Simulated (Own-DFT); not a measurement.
# Strain and stress in 4H SiC, 72 atoms (C36Si36)

Calculated results; nothing here was measured. The program, named Own-DFT, is a retired in-house plane-wave density functional code that no person has reviewed. Each row is one single-point run on a periodic cell that was not relaxed, without spin or spin-orbit coupling.

Settings of every run: PBE; PseudoDojo norm-conserving scalar-relativistic files; cutoff 42 hartree; 4 x 4 x 3 k mesh centred on Gamma; Fermi-Dirac smearing of 0.1 eV.

Known limits: forces on such cells passed a denser k mesh, each cell not checked; stress not checked against mesh or cutoff.

Unstrained cell vectors in Å: (9.248, 0.000, 0.000); (-4.624, 8.009, 0.000); (0.000, 0.000, 10.068). The unstrained cell has measured lattice constants (interpolated for alloys), not those of this functional. That, the random moves and any unrelaxed bonds set the pressure at no strain. Each run strains this cell uniformly, with the atoms carried along. Every atom was also moved at random, by a Gaussian of width 0.05 Å on each axis. Strain is the symmetric tensor, in per cent. Stress is positive in tension, and the pressure is minus a third of its trace.

| run | e_xx (%) | e_yy (%) | e_zz (%) | e_yz (%) | e_xz (%) | e_xy (%) | s_xx (GPa) | s_yy (GPa) | s_zz (GPa) | s_yz (GPa) | s_xz (GPa) | s_xy (GPa) | P (GPa) | E (meV/atom) |
|---|---|---|---|---|---|---|---|---|---|---|---|---|---|---|
| 1 | 0.91 | -1.14 | -0.67 | 0.44 | -1.10 | -0.75 | 0.28 | -12.44 | -10.99 | 0.18 | -3.18 | -3.30 | 7.72 | 30.0 |
| 2 | 1.88 | 1.46 | -1.84 | 0.36 | -1.24 | 0.17 | 7.19 | 2.31 | -16.59 | 1.57 | -4.32 | 1.66 | 2.36 | 14.2 |
| 3 | 0.13 | -0.02 | 0.26 | 0.08 | 0.47 | -1.07 | -3.62 | -3.68 | -5.12 | 1.18 | 1.70 | -3.56 | 4.14 | 0.0 |
| 4 | -0.33 | -1.40 | -0.89 | 0.80 | -0.77 | -0.07 | -8.47 | -15.50 | -12.58 | 1.63 | -2.10 | -1.45 | 12.18 | 41.1 |
| 5 | 1.42 | -1.79 | -0.58 | 1.00 | -1.47 | -0.13 | 0.39 | -12.58 | -10.46 | 3.77 | -4.77 | -2.68 | 7.55 | 18.8 |
| 6 | -1.14 | -1.21 | 1.77 | -0.82 | -1.88 | -1.12 | -11.62 | -12.78 | 3.63 | -3.08 | -6.18 | -6.21 | 6.92 | 11.6 |
| 7 | -1.07 | -1.86 | 0.55 | -0.53 | -1.70 | 1.56 | -11.98 | -18.84 | -4.99 | -2.62 | -5.25 | 6.67 | 11.94 | 57.7 |
| 8 | -1.35 | 1.48 | 0.19 | -1.53 | 1.20 | 0.27 | -9.03 | 0.97 | -5.47 | -4.78 | 3.53 | 1.39 | 4.51 | 22.1 |
| 9 | 0.99 | -1.64 | 0.57 | 1.15 | 0.66 | -1.93 | -1.49 | -14.68 | -2.57 | 3.32 | 1.83 | -10.01 | 6.25 | 28.9 |
| 10 | 0.56 | -1.47 | -1.87 | -0.55 | -1.60 | 1.94 | -5.76 | -12.41 | -17.94 | -1.93 | -6.12 | 9.13 | 12.04 | 37.9 |
| 11 | 1.80 | 0.83 | -1.21 | 1.64 | 1.13 | 1.92 | 5.88 | 0.13 | -14.14 | 4.99 | 3.34 | 7.48 | 2.71 | 22.1 |
| 12 | -0.07 | 0.34 | 0.55 | -1.98 | 0.61 | 1.26 | -4.63 | -2.07 | -3.74 | -6.75 | 1.38 | 6.16 | 3.48 | 5.1 |
| 13 | 0.18 | 0.91 | -1.72 | 1.38 | -0.69 | -1.62 | -4.95 | -0.65 | -18.26 | 3.43 | -3.93 | -7.66 | 7.95 | 51.8 |
| 14 | -1.22 | 1.47 | 1.56 | -0.13 | -1.52 | -0.68 | -9.92 | 2.85 | 2.84 | 0.41 | -4.56 | -3.17 | 1.41 | 10.4 |
| 15 | 1.50 | -1.49 | -0.88 | -0.50 | -1.04 | 1.02 | 2.25 | -12.18 | -12.01 | -1.95 | -3.54 | 3.73 | 7.32 | 19.8 |
| 16 | 0.10 | 0.58 | -0.43 | -0.49 | -1.15 | 1.95 | -3.82 | -3.39 | -8.18 | -2.14 | -3.37 | 9.32 | 5.13 | 18.3 |
| 17 | -1.92 | -0.85 | 1.88 | 0.27 | 1.13 | -1.64 | ? | ? | ? | ? | ? | ? | ? | ? |

E is the free energy for each atom above the lowest run shown.

## Worked fit

Each stress component was fitted by least squares to a constant and the strains of the runs shown, as fractions, with shears doubled. Shear strains stay in the fit of a normal stress only where such slopes are resolved. The slopes, in GPa:

| stress | at no strain | per e_xx | per e_yy | per e_zz | scatter |
|---|---|---|---|---|---|
| s_xx | -4.7 | 569 ± 32 | 119 ± 20 | 63 ± 31 | 0.98 |
| s_yy | -5.6 | 124 ± 46 | 565 ± 28 | 61 ± 44 | 1.40 |
| s_zz | -6.8 | 44 ± 21 | 24 ± 13 | 626 ± 20 | 0.65 |

Each shear stress against twice its own strain: yz 156 ± 13, xz 157 ± 8, xy 218 ± 10 GPa. These are stiffnesses along x, y and z of the frame in which the cell vectors are given, which need not be the crystal's axes. The atoms are held to the strained lattice; where symmetry lets them move under strain, relaxing them would lower some slopes. The table should be nearly symmetric about its diagonal, and what it lacks of that shows the noise. A ninth of its sum, 244 ± 8 GPa, estimates the bulk modulus near the mean pressure of these runs, 6.5 GPa, so it lies above the value at zero pressure.

## Withheld run

Question: what normal stresses and pressure should run 17 give?

The fit gives s_xx = -15.4, s_yy = -11.6, s_zz = 4.0 and P = 7.7 GPa. The calculation gave -18.14, -11.51, 4.32 and P = 8.45 GPa.
